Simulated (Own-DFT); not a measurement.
# Computed records: GaN (wurtzite, strained, atoms displaced)

A calculation, not a measurement: plane-wave PBE density functional theory by an unreviewed code, no spin, of a simulated periodic cell, stress positive in tension, free energy of the whole cell less one offset for each atom, forces on such cells passed a denser k mesh, this cell's mesh not checked; offsets are fitted by least squares, one for each functional and potential file, so energies compare only between cells with the same atoms and settings and are not formation energies; the far tail of each file's local potential was reset to the Coulomb form; each entry is a single point on an unrelaxed cell, so the pressure reflects the starting lattice, mostly measured values (interpolated for alloys), from which strain is counted, and rises with the displacements; printed positions are rounded, which can move forces by about a meV/angstrom; the program, named Own-DFT, is a retired in-house code; no spin-orbit coupling. Program: Own-DFT development build.

Common to all runs: functional PBE; potential files PseudoDojo norm-conserving, scalar-relativistic, standard set with the stringent files for Ga; wave cutoff 96 hartree; occupations Gaussian; smearing width 0.01 eV; k mesh 3 x 4 x 3 centred on Gamma.

(1) GaN (wurtzite, strained, atoms displaced)

```cif
# cell vector a (Å): 12.7560 -0.0638 0.0000
# cell vector b (Å): -4.8249 8.3092 0.0000
# cell vector c (Å): 0.0000 0.0000 10.3700
data_GaN
_symmetry_space_group_name_H-M 'P 1'
_symmetry_Int_Tables_number 1
_cell_length_a 12.7562
_cell_length_b 9.6085
_cell_length_c 10.3700
_cell_angle_alpha 90.000
_cell_angle_beta 90.000
_cell_angle_gamma 120.429
_cell_volume 1095.95
loop_
_atom_site_label
_atom_site_type_symbol
_atom_site_fract_x
_atom_site_fract_y
_atom_site_fract_z
_atom_site_occupancy
Ga1 Ga 0.08500 0.22160 0.99723 1
Ga2 Ga 0.16677 0.11212 0.24804 1
N1 N 0.07945 0.21619 0.18516 1
N2 N 0.17240 0.11395 0.44320 1
Ga3 Ga 0.07481 0.21576 0.49755 1
Ga4 Ga 0.15989 0.11253 0.74616 1
N3 N 0.09194 0.23066 0.67885 1
N4 N 0.16311 0.11053 0.93715 1
Ga5 Ga 0.08624 0.56087 0.00351 1
Ga6 Ga 0.16444 0.44696 0.24476 1
N5 N 0.07913 0.55401 0.19474 1
N6 N 0.16742 0.44745 0.43139 1
Ga7 Ga 0.08239 0.55912 0.49842 1
Ga8 Ga 0.16272 0.44310 0.74891 1
N7 N 0.07439 0.55185 0.69608 1
N8 N 0.17260 0.44767 0.93689 1
Ga9 Ga 0.08504 0.88724 0.00585 1
Ga10 Ga 0.16827 0.77663 0.25121 1
N9 N 0.08760 0.89236 0.18717 1
N10 N 0.16121 0.76593 0.44036 1
Ga11 Ga 0.08701 0.89099 0.50477 1
Ga12 Ga 0.16423 0.78590 0.74917 1
N11 N 0.08502 0.88625 0.69542 1
N12 N 0.16670 0.78067 0.94166 1
Ga13 Ga 0.33768 0.22896 0.00462 1
Ga14 Ga 0.40840 0.11364 0.24431 1
N13 N 0.33350 0.22302 0.18233 1
N14 N 0.41972 0.11364 0.44519 1
Ga15 Ga 0.33442 0.22769 0.50258 1
Ga16 Ga 0.41537 0.11417 0.75070 1
N15 N 0.33714 0.22587 0.68626 1
N16 N 0.41636 0.11125 0.93554 1
Ga17 Ga 0.33411 0.55347 0.99557 1
Ga18 Ga 0.41649 0.45145 0.25053 1
N17 N 0.32628 0.55849 0.18716 1
N18 N 0.42047 0.44553 0.43815 1
Ga19 Ga 0.33030 0.56224 0.50057 1
Ga20 Ga 0.41503 0.43728 0.75338 1
N19 N 0.33545 0.55025 0.68542 1
N20 N 0.42663 0.44908 0.93501 1
Ga21 Ga 0.33761 0.89088 0.99841 1
Ga22 Ga 0.42039 0.78690 0.23844 1
N21 N 0.33134 0.87804 0.18129 1
N22 N 0.41884 0.77327 0.44448 1
Ga23 Ga 0.32929 0.88851 0.49079 1
Ga24 Ga 0.42140 0.78611 0.75636 1
N23 N 0.33095 0.89010 0.69140 1
N24 N 0.41343 0.77858 0.93639 1
Ga25 Ga 0.58605 0.22237 0.00503 1
Ga26 Ga 0.66537 0.11118 0.26319 1
N25 N 0.58434 0.22821 0.18748 1
N26 N 0.66547 0.09951 0.44764 1
Ga27 Ga 0.57707 0.20907 0.50600 1
Ga28 Ga 0.65869 0.11225 0.74941 1
N27 N 0.58722 0.22187 0.68479 1
N28 N 0.65950 0.10696 0.94415 1
Ga29 Ga 0.58468 0.54967 0.00271 1
Ga30 Ga 0.66829 0.44359 0.25108 1
N29 N 0.58143 0.55916 0.18893 1
N30 N 0.66995 0.44505 0.44172 1
Ga31 Ga 0.58513 0.55721 0.50707 1
Ga32 Ga 0.67171 0.45342 0.74906 1
N31 N 0.58365 0.55239 0.69045 1
N32 N 0.66355 0.44513 0.94307 1
Ga33 Ga 0.58962 0.88755 0.99658 1
Ga34 Ga 0.66619 0.77340 0.25966 1
N33 N 0.58073 0.87826 0.19180 1
N34 N 0.66948 0.77769 0.43426 1
Ga35 Ga 0.58552 0.89014 0.49867 1
Ga36 Ga 0.67878 0.79127 0.74796 1
N35 N 0.58104 0.88913 0.68351 1
N36 N 0.67359 0.78664 0.93979 1
Ga37 Ga 0.83269 0.21989 0.99903 1
Ga38 Ga 0.91492 0.11415 0.25497 1
N37 N 0.83694 0.22132 0.18794 1
N38 N 0.92311 0.11957 0.43568 1
Ga39 Ga 0.84263 0.23464 0.50452 1
Ga40 Ga 0.91991 0.11053 0.74129 1
N39 N 0.83075 0.21915 0.68909 1
N40 N 0.91255 0.10840 0.94138 1
Ga41 Ga 0.83515 0.54967 0.99699 1
Ga42 Ga 0.91796 0.44620 0.25205 1
N41 N 0.83955 0.56158 0.18797 1
N42 N 0.91520 0.44854 0.43389 1
Ga43 Ga 0.83983 0.55551 0.49789 1
Ga44 Ga 0.91122 0.44766 0.75391 1
N43 N 0.83239 0.55792 0.69297 1
N44 N 0.91315 0.44088 0.93396 1
Ga45 Ga 0.83592 0.89402 0.00096 1
Ga46 Ga 0.92008 0.77931 0.25380 1
N45 N 0.83070 0.89131 0.19175 1
N46 N 0.92188 0.78429 0.43476 1
Ga47 Ga 0.83324 0.87802 0.49761 1
Ga48 Ga 0.91344 0.78161 0.74734 1
N47 N 0.83771 0.89553 0.68531 1
N48 N 0.92070 0.77998 0.93539 1
```

Results for GaN (wurtzite, strained, atoms displaced): free energy of cell above offsets -5.814 eV; pressure 6.78 GPa; stress xx -7.11 GPa; stress yy -5.67 GPa; stress zz -7.56 GPa; stress yz 0.31 GPa; stress xz -0.38 GPa; stress xy -0.85 GPa.

Force:
```tsv
element	x (eV/Å)	y (eV/Å)	z (eV/Å)
Ga	-0.741	0.113	0.321
Ga	-0.386	0.263	0.536
N	0.332	0.746	0.403
N	-1.014	-0.636	-0.894
Ga	2.835	2.057	-0.548
Ga	1.933	0.002	0.783
N	-1.469	-0.94	0.92
N	0.98	0.19	-0.203
Ga	-0.031	-0.552	-0.516
Ga	0.121	-1.025	0.459
N	0.511	0.576	-1.245
N	-0.69	-0.562	0.905
Ga	0.809	-2.066	1.193
Ga	0.609	1.293	-0.123
N	0.952	0.742	-1.293
N	-1.42	-0.634	0.054
Ga	-0.443	0.459	-1.302
Ga	-0.463	-0.079	-0.3
N	0.104	-0.395	1.179
N	-0.31	2.477	-0.758
Ga	0.092	0.171	-0.263
Ga	2.124	-1.699	1.248
N	-2.281	1.202	-1.638
N	0.403	-0.216	-0.266
Ga	-0.322	-0.704	-2.274
Ga	2.077	-0.56	1.006
N	-0.839	0.679	1.436
N	-1.54	-0.764	-1.911
Ga	0.65	0.369	-0.225
Ga	0.365	-0.288	-0.367
N	-0.737	-0.927	0.61
N	0.052	0.481	0.943
Ga	0.651	0.552	0.436
Ga	-0.302	-0.058	0.246
N	1.589	-0.063	-0.632
N	-0.674	0.365	-0.083
Ga	1.011	-1.489	0.078
Ga	-0.187	1.192	-0.925
N	-0.876	0.662	1.06
N	-1.56	-0.481	0.928
Ga	-0.944	0.082	-0.792
Ga	0.203	-1.756	1.962
N	-1.214	1.931	1.104
N	-1.076	1.659	-1.743
Ga	1.343	-0.315	1.596
Ga	-0.698	-1.331	-1.792
N	0.298	-0.028	-0.764
N	1.449	-0.231	0.927
Ga	-0.869	0.02	-0.753
Ga	0.3	-0.286	-1.637
N	0.032	-1.245	1.13
N	0.108	2.746	-0.882
Ga	1.238	1.616	-1.044
Ga	1.848	-0.796	0.62
N	-1.565	1.026	1.294
N	1.015	0.482	-1.037
Ga	-0.275	1.918	0.254
Ga	-0.399	0.925	0.381
N	0.776	-0.699	0.056
N	-0.004	-0.372	-0.074
Ga	0.082	-0.513	-0.993
Ga	-0.9	-1.437	0.581
N	-0.013	1.267	0.386
N	1.629	-0.49	-0.938
Ga	-1.257	-0.174	1.075
Ga	-0.07	0.312	-2.475
N	0.746	1.78	-0.623
N	-0.049	-0.108	2.618
Ga	0.01	-1.895	0.48
Ga	-2.231	-1.472	0.654
N	1.134	0.181	1.11
N	0.091	-1.421	-0.926
Ga	-0.403	-0.061	0.156
Ga	0.634	-0.631	-1.274
N	-1.504	0.46	0.419
N	-2.115	-1.727	0.763
Ga	-0.697	-1.378	-0.259
Ga	-0.622	1.496	1.412
N	0.163	0.451	0.35
N	0.826	0.94	-1.544
Ga	-0.964	1.208	0.535
Ga	-0.768	-0.723	-0.986
N	-0.455	-0.59	-0.071
N	1.024	-0.483	0.818
Ga	-1.892	0.416	0.628
Ga	0.687	-0.922	-0.666
N	0.481	0.712	-1.294
N	0.877	-0.075	1.41
Ga	0.828	-0.81	0.847
Ga	-0.664	0.52	-1.576
N	0.942	-0.31	0.099
N	0.614	-0.72	1.338
Ga	-0.747	1.487	-0.4
Ga	1.262	-0.36	1.012
N	0.544	-0.407	-0.888
N	-0.703	-0.318	0.433
```

(2) GaN (wurtzite, strained, atoms displaced)

```cif
# cell vector a (Å): 12.7560 0.0000 -0.0638
# cell vector b (Å): -4.7835 8.2853 0.0239
# cell vector c (Å): -0.0518 0.0000 10.3700
data_GaN
_symmetry_space_group_name_H-M 'P 1'
_symmetry_Int_Tables_number 1
_cell_length_a 12.7562
_cell_length_b 9.5671
_cell_length_c 10.3701
_cell_angle_alpha 89.714
_cell_angle_beta 90.573
_cell_angle_gamma 120.000
_cell_volume 1095.95
loop_
_atom_site_label
_atom_site_type_symbol
_atom_site_fract_x
_atom_site_fract_y
_atom_site_fract_z
_atom_site_occupancy
Ga1 Ga 0.08788 0.23129 0.00126 1
Ga2 Ga 0.16116 0.10760 0.24479 1
N1 N 0.08189 0.22574 0.18784 1
N2 N 0.16637 0.10434 0.43382 1
Ga3 Ga 0.08432 0.22523 0.49528 1
Ga4 Ga 0.17056 0.10546 0.75323 1
N3 N 0.08398 0.22691 0.68910 1
N4 N 0.17445 0.12043 0.93165 1
Ga5 Ga 0.08059 0.55982 0.00762 1
Ga6 Ga 0.17020 0.45087 0.24338 1
N5 N 0.08761 0.54978 0.19003 1
N6 N 0.16303 0.44508 0.43780 1
Ga7 Ga 0.08477 0.56425 0.50137 1
Ga8 Ga 0.16504 0.44662 0.74073 1
N7 N 0.08910 0.57469 0.67891 1
N8 N 0.16977 0.43901 0.93437 1
Ga9 Ga 0.09337 0.89502 0.00935 1
Ga10 Ga 0.16620 0.77675 0.25505 1
N9 N 0.07558 0.87862 0.18316 1
N10 N 0.16867 0.77991 0.45000 1
Ga11 Ga 0.08374 0.89347 0.50094 1
Ga12 Ga 0.16465 0.77641 0.75104 1
N11 N 0.08683 0.88892 0.68685 1
N12 N 0.16329 0.78246 0.93426 1
Ga13 Ga 0.32951 0.22019 0.00595 1
Ga14 Ga 0.42120 0.11261 0.24719 1
N13 N 0.33400 0.22162 0.19344 1
N14 N 0.41640 0.11792 0.43914 1
Ga15 Ga 0.32541 0.22471 0.50052 1
Ga16 Ga 0.42331 0.11079 0.74487 1
N15 N 0.33447 0.22612 0.68869 1
N16 N 0.40952 0.10671 0.94026 1
Ga17 Ga 0.33768 0.55959 0.99666 1
Ga18 Ga 0.41050 0.44025 0.25362 1
N17 N 0.33589 0.55923 0.18936 1
N18 N 0.41206 0.43704 0.43471 1
Ga19 Ga 0.33573 0.55427 0.50046 1
Ga20 Ga 0.40902 0.43263 0.75295 1
N19 N 0.33753 0.56288 0.70024 1
N20 N 0.42188 0.45312 0.93970 1
Ga21 Ga 0.33438 0.89250 0.00572 1
Ga22 Ga 0.40882 0.77055 0.24847 1
N21 N 0.33168 0.88242 0.19157 1
N22 N 0.42253 0.77711 0.43513 1
Ga23 Ga 0.33786 0.89119 0.50122 1
Ga24 Ga 0.42243 0.76987 0.75174 1
N23 N 0.33193 0.88308 0.68709 1
N24 N 0.41379 0.77337 0.93844 1
Ga25 Ga 0.58387 0.22309 0.99281 1
Ga26 Ga 0.66539 0.11302 0.23822 1
N25 N 0.58731 0.22134 0.19088 1
N26 N 0.66188 0.09927 0.44069 1
Ga27 Ga 0.58168 0.21283 0.49080 1
Ga28 Ga 0.67386 0.12113 0.74833 1
N27 N 0.58665 0.22676 0.69671 1
N28 N 0.66884 0.11602 0.94393 1
Ga29 Ga 0.58329 0.55907 0.99645 1
Ga30 Ga 0.66169 0.44791 0.25057 1
N29 N 0.58114 0.55361 0.18668 1
N30 N 0.66706 0.45034 0.44206 1
Ga31 Ga 0.58195 0.56396 0.50270 1
Ga32 Ga 0.67029 0.44581 0.74970 1
N31 N 0.58146 0.55397 0.68410 1
N32 N 0.66944 0.45179 0.93050 1
Ga33 Ga 0.58342 0.88337 0.00354 1
Ga34 Ga 0.66674 0.77878 0.25016 1
N33 N 0.58369 0.89969 0.19309 1
N34 N 0.66939 0.78090 0.43740 1
Ga35 Ga 0.58310 0.88545 0.50399 1
Ga36 Ga 0.66306 0.78526 0.74655 1
N35 N 0.58184 0.89384 0.68703 1
N36 N 0.65809 0.77685 0.93235 1
Ga37 Ga 0.83135 0.22367 0.99895 1
Ga38 Ga 0.91462 0.10968 0.24739 1
N37 N 0.83728 0.22360 0.18827 1
N38 N 0.90461 0.09815 0.44123 1
Ga39 Ga 0.83513 0.23188 0.50326 1
Ga40 Ga 0.91695 0.10591 0.74644 1
N39 N 0.82726 0.21172 0.68739 1
N40 N 0.92763 0.12042 0.93905 1
Ga41 Ga 0.83173 0.55967 0.00254 1
Ga42 Ga 0.91123 0.43244 0.24778 1
N41 N 0.84020 0.55379 0.19511 1
N42 N 0.91393 0.43912 0.43885 1
Ga43 Ga 0.83107 0.55670 0.49356 1
Ga44 Ga 0.90679 0.44240 0.75483 1
N43 N 0.83063 0.55679 0.68997 1
N44 N 0.91317 0.43942 0.94309 1
Ga45 Ga 0.83104 0.89819 0.99649 1
Ga46 Ga 0.92141 0.78754 0.24663 1
N45 N 0.82228 0.88249 0.18411 1
N46 N 0.90905 0.77419 0.43126 1
Ga47 Ga 0.83257 0.88758 0.49637 1
Ga48 Ga 0.92064 0.77816 0.74347 1
N47 N 0.83337 0.89154 0.68550 1
N48 N 0.91799 0.78754 0.94471 1
```

Results for GaN (wurtzite, strained, atoms displaced): free energy of cell above offsets -5.294 eV; pressure 6.84 GPa; stress xx -5.9 GPa; stress yy -8.13 GPa; stress zz -6.5 GPa; stress yz 0.25 GPa; stress xz -0.97 GPa; stress xy 0.02 GPa.

Force:
```tsv
element	x (eV/Å)	y (eV/Å)	z (eV/Å)
Ga	0.569	-0.781	-0.515
Ga	0.593	0.217	0.437
N	0.558	-0.507	0.249
N	-1.301	0.735	-0.228
Ga	-0.728	-0.891	0.42
Ga	-0.938	0.776	-1.032
N	0.635	-0.853	-0.888
N	-0.945	-0.992	2.057
Ga	0.973	-0.386	-1.636
Ga	0.976	-1.128	1.435
N	-2.254	1.366	0.12
N	0.706	0.412	-0.222
Ga	-0.095	-1.371	-0.999
Ga	-0.237	0.597	1.074
N	-0.465	-3.117	1.981
N	-1.055	1.94	0.101
Ga	-1.843	0.194	-2.975
Ga	-0.077	-0.364	0.505
N	1.722	1.517	1.925
N	-0.389	0.79	-2.198
Ga	-0.236	-1.115	-0.171
Ga	0.981	1.155	-0.066
N	-0.889	0.372	-0.087
N	1.117	-0.736	1.228
Ga	1.011	1.266	-0.542
Ga	-0.349	-0.325	0.769
N	-0.558	-0.643	-0.566
N	-0.193	-0.793	-0.234
Ga	1.708	-0.513	0.164
Ga	-1.188	-0.764	0.548
N	0.264	-1.592	-0.566
N	0.931	0.876	-0.244
Ga	-0.653	-0.852	0.257
Ga	0.795	0.594	-0.911
N	0.059	-1.027	-0.777
N	-0.038	1.115	0.947
Ga	-0.736	0.298	0.386
Ga	0.819	2.04	0.234
N	-0.06	-2.534	-2.304
N	-0.334	-1.625	0.049
Ga	0.136	-1.022	-1.163
Ga	1.729	1.222	0.7
N	-1.111	0.979	-0.11
N	-1.233	-0.499	0.468
Ga	0.182	0.066	-0.012
Ga	-1.648	2.286	0.519
N	0.602	0.678	0.6
N	0.009	1.518	0.459
Ga	-0.767	0.432	0.579
Ga	1.531	0.214	2.209
N	-1.723	1.275	-1.17
N	0.362	1.638	-0.85
Ga	-0.096	1.365	1.056
Ga	-1.538	-1.603	0.933
N	0.303	-0.307	-1.404
N	-0.081	-1.135	-0.953
Ga	0.674	-0.193	0.268
Ga	1.593	-0.141	0.444
N	-0.773	0.402	-0.086
N	-0.62	-1.097	-0.593
Ga	0.597	-1.05	-0.594
Ga	-1.539	0.558	-0.876
N	-0.421	0.344	1.24
N	-0.267	-0.565	1.713
Ga	-1.365	0.963	0.177
Ga	-1.319	-0.367	0.332
N	0.216	-2.533	-1.016
N	-0.791	-0.602	-0.006
Ga	0.319	0.236	-0.885
Ga	1.204	-1.143	-0.238
N	0.266	0.416	0.471
N	1.465	0.543	0.314
Ga	1.356	-0.45	0.322
Ga	-0.035	-0.525	0.783
N	-0.701	-1.114	-0.616
N	1.058	2.576	-1.01
Ga	-0.141	-2.312	-0.546
Ga	0.202	0.943	0.577
N	1.426	1.978	0.333
N	-1.933	-0.713	-0.486
Ga	0.401	0.515	0.297
Ga	0.772	1.476	0.952
N	-1.81	0.524	-0.869
N	0.083	1.536	-0.342
Ga	0.464	-0.32	0.461
Ga	1.74	0.093	-0.549
N	0.792	0.258	-1.005
N	-0.113	1.334	-0.521
Ga	0.554	-0.625	-0.284
Ga	-1.778	-1.906	-0.026
N	1.697	1.142	-0.061
N	1.495	0.843	0.739
Ga	-0.112	-0.564	0.763
Ga	-0.909	0.486	1.52
N	0.198	-1.004	0.189
N	0.545	-0.402	-0.873
```

(3) GaN (wurtzite, strained, atoms displaced)

```cif
# cell vector a (Å): 12.7560 0.0000 0.0000
# cell vector b (Å): -4.7835 8.2853 -0.0414
# cell vector c (Å): 0.0000 -0.0518 10.3700
data_GaN
_symmetry_space_group_name_H-M 'P 1'
_symmetry_Int_Tables_number 1
_cell_length_a 12.7560
_cell_length_b 9.5671
_cell_length_c 10.3701
_cell_angle_alpha 90.496
_cell_angle_beta 90.000
_cell_angle_gamma 120.000
_cell_volume 1095.95
loop_
_atom_site_label
_atom_site_type_symbol
_atom_site_fract_x
_atom_site_fract_y
_atom_site_fract_z
_atom_site_occupancy
Ga1 Ga 0.09073 0.22118 0.00067 1
Ga2 Ga 0.16625 0.11399 0.25752 1
N1 N 0.07830 0.22051 0.19073 1
N2 N 0.16257 0.10710 0.44254 1
Ga3 Ga 0.08073 0.23108 0.49767 1
Ga4 Ga 0.16607 0.11833 0.76092 1
N3 N 0.08170 0.22669 0.69617 1
N4 N 0.16544 0.11095 0.94543 1
Ga5 Ga 0.08299 0.55357 0.00195 1
Ga6 Ga 0.16812 0.44417 0.25472 1
N5 N 0.08576 0.55295 0.19252 1
N6 N 0.16558 0.44069 0.44103 1
Ga7 Ga 0.08640 0.56122 0.50264 1
Ga8 Ga 0.16681 0.45172 0.74640 1
N7 N 0.07848 0.55328 0.68749 1
N8 N 0.17034 0.44647 0.94243 1
Ga9 Ga 0.09364 0.88883 0.00229 1
Ga10 Ga 0.16711 0.77271 0.24327 1
N9 N 0.09527 0.89840 0.18982 1
N10 N 0.16126 0.77374 0.42772 1
Ga11 Ga 0.08455 0.88846 0.49790 1
Ga12 Ga 0.17013 0.77547 0.74446 1
N11 N 0.08308 0.88745 0.68678 1
N12 N 0.18043 0.78102 0.93402 1
Ga13 Ga 0.33013 0.22534 0.99175 1
Ga14 Ga 0.41599 0.10562 0.25394 1
N13 N 0.33627 0.22764 0.19180 1
N14 N 0.41706 0.10849 0.44213 1
Ga15 Ga 0.34032 0.21628 0.50876 1
Ga16 Ga 0.41873 0.10618 0.75164 1
N15 N 0.33707 0.21916 0.68173 1
N16 N 0.42075 0.11279 0.94451 1
Ga17 Ga 0.33043 0.54755 0.99881 1
Ga18 Ga 0.40927 0.44839 0.25175 1
N17 N 0.32968 0.55375 0.18946 1
N18 N 0.41651 0.44673 0.43636 1
Ga19 Ga 0.33266 0.57203 0.50654 1
Ga20 Ga 0.42135 0.44144 0.74641 1
N19 N 0.32659 0.54910 0.68664 1
N20 N 0.42446 0.45100 0.94111 1
Ga21 Ga 0.33283 0.88400 0.99267 1
Ga22 Ga 0.40899 0.77149 0.24730 1
N21 N 0.33335 0.88365 0.18584 1
N22 N 0.41478 0.77480 0.43124 1
Ga23 Ga 0.33277 0.88998 0.49972 1
Ga24 Ga 0.41882 0.77363 0.74846 1
N23 N 0.32989 0.88712 0.68237 1
N24 N 0.41587 0.76891 0.93353 1
Ga25 Ga 0.58425 0.21224 0.99635 1
Ga26 Ga 0.66560 0.11249 0.25705 1
N25 N 0.58324 0.22853 0.19054 1
N26 N 0.65834 0.10252 0.43524 1
Ga27 Ga 0.58367 0.21719 0.49218 1
Ga28 Ga 0.65780 0.10351 0.75179 1
N27 N 0.58482 0.21814 0.68946 1
N28 N 0.66487 0.10129 0.94579 1
Ga29 Ga 0.58996 0.56236 0.99118 1
Ga30 Ga 0.66522 0.44197 0.25266 1
N29 N 0.57840 0.55257 0.19380 1
N30 N 0.66741 0.44435 0.43929 1
Ga31 Ga 0.58543 0.55676 0.50410 1
Ga32 Ga 0.67608 0.45335 0.75056 1
N31 N 0.58627 0.55928 0.68366 1
N32 N 0.67289 0.45182 0.93791 1
Ga33 Ga 0.59136 0.88838 0.99817 1
Ga34 Ga 0.65894 0.76736 0.25321 1
N33 N 0.58721 0.88889 0.18646 1
N34 N 0.67627 0.78354 0.43875 1
Ga35 Ga 0.58071 0.89054 0.50760 1
Ga36 Ga 0.67312 0.78055 0.75679 1
N35 N 0.58243 0.89742 0.68669 1
N36 N 0.67037 0.78035 0.94337 1
Ga37 Ga 0.83650 0.21866 0.99915 1
Ga38 Ga 0.91553 0.10939 0.25009 1
N37 N 0.83420 0.22616 0.18978 1
N38 N 0.91439 0.10866 0.43586 1
Ga39 Ga 0.83145 0.21870 0.50585 1
Ga40 Ga 0.91331 0.10349 0.76087 1
N39 N 0.83713 0.22009 0.67914 1
N40 N 0.91247 0.10377 0.93511 1
Ga41 Ga 0.82941 0.54924 0.00014 1
Ga42 Ga 0.92048 0.44749 0.25696 1
N41 N 0.83222 0.54701 0.19236 1
N42 N 0.91174 0.44654 0.43808 1
Ga43 Ga 0.83023 0.55800 0.50623 1
Ga44 Ga 0.92585 0.45167 0.75180 1
N43 N 0.83102 0.56021 0.69493 1
N44 N 0.91645 0.44164 0.93071 1
Ga45 Ga 0.83463 0.89626 0.99798 1
Ga46 Ga 0.91566 0.77612 0.24813 1
N45 N 0.82729 0.88004 0.18910 1
N46 N 0.91560 0.76862 0.44489 1
Ga47 Ga 0.83662 0.89517 0.49865 1
Ga48 Ga 0.91778 0.77320 0.74545 1
N47 N 0.83262 0.87681 0.69202 1
N48 N 0.91533 0.77740 0.93869 1
```

Results for GaN (wurtzite, strained, atoms displaced): free energy of cell above offsets -4.983 eV; pressure 6.98 GPa; stress xx -6.1 GPa; stress yy -6.93 GPa; stress zz -7.91 GPa; stress yz -0.69 GPa; stress xz 0.27 GPa; stress xy -0.52 GPa.

Force:
```tsv
element	x (eV/Å)	y (eV/Å)	z (eV/Å)
Ga	-2.471	0.766	0.93
Ga	0.721	0.473	-0.453
N	0.926	0.241	-0.401
N	0.289	0.974	0.337
Ga	0.983	-2.034	1.233
Ga	0.33	-0.814	-2.265
N	0.156	-0.416	-0.525
N	0.992	-0.624	-1.065
Ga	0.142	0.021	0.105
Ga	-0.361	-0.479	-0.374
N	-0.481	-0.203	-0.936
N	-0.364	1.714	-0.057
Ga	-1.028	-0.762	-1.258
Ga	-0.07	-1.135	1.167
N	1.575	1.167	-0.395
N	-0.949	-0.927	-0.966
Ga	-1.387	-0.797	-0.128
Ga	-0.118	0.757	0.362
N	-1.147	-1.227	-0.367
N	1.163	0.376	1.474
Ga	-0.499	-0.093	0.151
Ga	-1.259	0.577	0.474
N	0.614	0.533	0.671
N	-2.997	-1.579	-0.445
Ga	2.065	0.378	2.225
Ga	-0.618	0.799	-1.062
N	-0.516	-0.856	-0.685
N	0.316	-0.426	-0.667
Ga	-2.242	1.306	-3.007
Ga	-0.195	0.523	0.088
N	-0.551	-0.058	3.57
N	-1.012	-0.511	-1.267
Ga	0.744	1.272	0.436
Ga	1.926	-0.71	0.229
N	-0.415	-0.019	-0.806
N	-0.248	-0.013	1.555
Ga	1.383	-2.46	-1.289
Ga	-0.597	0.27	0.11
N	1.272	0.807	0.673
N	-0.759	-0.887	-1.327
Ga	2.445	1.203	1.491
Ga	1.672	0.924	-0.543
N	-0.381	0.618	-0.411
N	-0.166	1.155	1.139
Ga	-0.283	-0.626	-1.068
Ga	-0.753	-0.067	0.228
N	1.249	-0.203	0.688
N	0.446	0.675	0.456
Ga	-0.545	1.686	1.396
Ga	0.286	-0.251	-2.176
N	0.472	-1.568	-0.413
N	1.219	0.378	1.258
Ga	-0.313	1.161	1.307
Ga	1.633	2.02	0.515
N	-0.708	1.009	-0.345
N	0.566	1.268	-1.641
Ga	0.022	-0.944	2.41
Ga	-0.493	0.918	-0.222
N	0.399	-0.349	-1.276
N	-0.268	-0.534	0.524
Ga	-0.497	0.247	-1.973
Ga	-1.707	-1.773	0.21
N	-0.051	-0.028	1.89
N	-0.885	-1.756	-0.382
Ga	-1.99	-0.999	1.397
Ga	0.392	0.946	-0.069
N	-1.11	-0.155	0.338
N	-1.908	-0.634	0.714
Ga	0.985	-0.79	-2.16
Ga	-0.817	-0.259	-1.027
N	0.918	-2.239	0.874
N	0.221	-0.16	-1.361
Ga	-0.785	0.647	0.759
Ga	-0.797	-0.6	-0.315
N	0.195	-0.425	-0.21
N	0.068	0.818	0.365
Ga	-0.331	0.476	-2.494
Ga	0.06	0.387	-3.206
N	-0.693	-0.1	3.464
N	0.842	1.586	1.83
Ga	1.219	1.313	0.764
Ga	-0.351	-0.45	-0.689
N	-0.107	0.895	-0.786
N	1.024	-0.514	1.465
Ga	0.453	-0.818	-0.354
Ga	-2.365	-1.784	-0.939
N	2.29	-1.076	-1.233
N	0.35	0.005	1.663
Ga	1.408	-1.741	1.468
Ga	0.413	-0.154	0.285
N	0.422	0.85	-0.231
N	-0.462	1.646	-1.066
Ga	0.839	-0.888	0.573
Ga	0.46	1.24	1.435
N	-0.635	1.72	-0.583
N	1.12	0.174	0.221
```
